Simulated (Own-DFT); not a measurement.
# Stretching a layer in its plane: wurtzite AlGaN with randomly placed atoms, 128 atoms (Al48Ga16N64)

Everything here is calculated. The program is Own-DFT (plane waves, in-house, since retired, never reviewed by a person); positions were held fixed, and spin and spin-orbit coupling were off.

Common settings: PBE; PseudoDojo norm-conserving scalar-relativistic files (stringent for Ga); cutoff 96 hartree; 3 x 3 x 3 k mesh centred on Gamma; Gaussian smearing of 0.01 eV.

Caveats: k mesh not checked against a denser one; stress not checked against mesh or cutoff.

Unstrained cell vectors in Å: (12.525, 0.000, 0.000); (-6.263, 10.847, 0.000); (0.000, 0.000, 10.066). The unstrained cell has measured lattice constants (interpolated for alloys), not those of this functional. That, the random moves and any unrelaxed bonds set the pressure at no strain. Each run strains x and y alike by e, as a substrate would, and holds the height along z. Each coordinate of each atom was shifted by a normal deviate of width 0.05 Å. The random placing of the alloy's atoms differs from row to row. Stress is positive in tension.

| e (%) | u (Å) | (s_xx + s_yy)/2 (GPa) | s_zz (GPa) |
|---|---|---|---|
| -2.00 | 0.050 | -19.67 | -9.97 |
| -1.75 | 0.052 | -18.40 | -8.73 |
| -1.50 | 0.048 | -15.11 | -9.77 |
| -1.00 | 0.046 | -12.24 | -8.00 |
| -0.50 | 0.054 | -9.76 | -5.53 |
| -0.25 | 0.050 | -7.37 | -8.64 |
| 1.50 | 0.050 | 2.06 | -5.52 |
| 1.75 | 0.051 | ? | ? |
| 2.50 | 0.051 | 5.97 | -3.43 |
| 3.00 | 0.050 | 8.55 | -2.58 |

## Working it out

With e as a fraction, the in-plane stress is -6.1 + 597 e - 3925 e² GPa (errors 13 and 859, scatter 0.55), and s_zz is -6.9 + 136 e GPa (slope ± 20, scatter 1.06). At e = 0 the first slope is C11 + C12 and the second 2 C13, both with the ions held to the strained lattice and at the cell's own pressure. The term in e² is negative: the layer stiffens under compression and softens under tension. A free layer would change its height as e changes, and the in-plane slope would drop by 2 C13²/C33 to the biaxial modulus. At fixed height, a misfit of 1 % moves the in-plane stress by about 6.0 GPa and s_zz by 1.4 GPa.

## The run left out

Question: what are the two stresses at e = 1.75 %?

Estimate: 3.1 and -4.5 GPa. DFT gave 3.40 and -6.36 GPa.
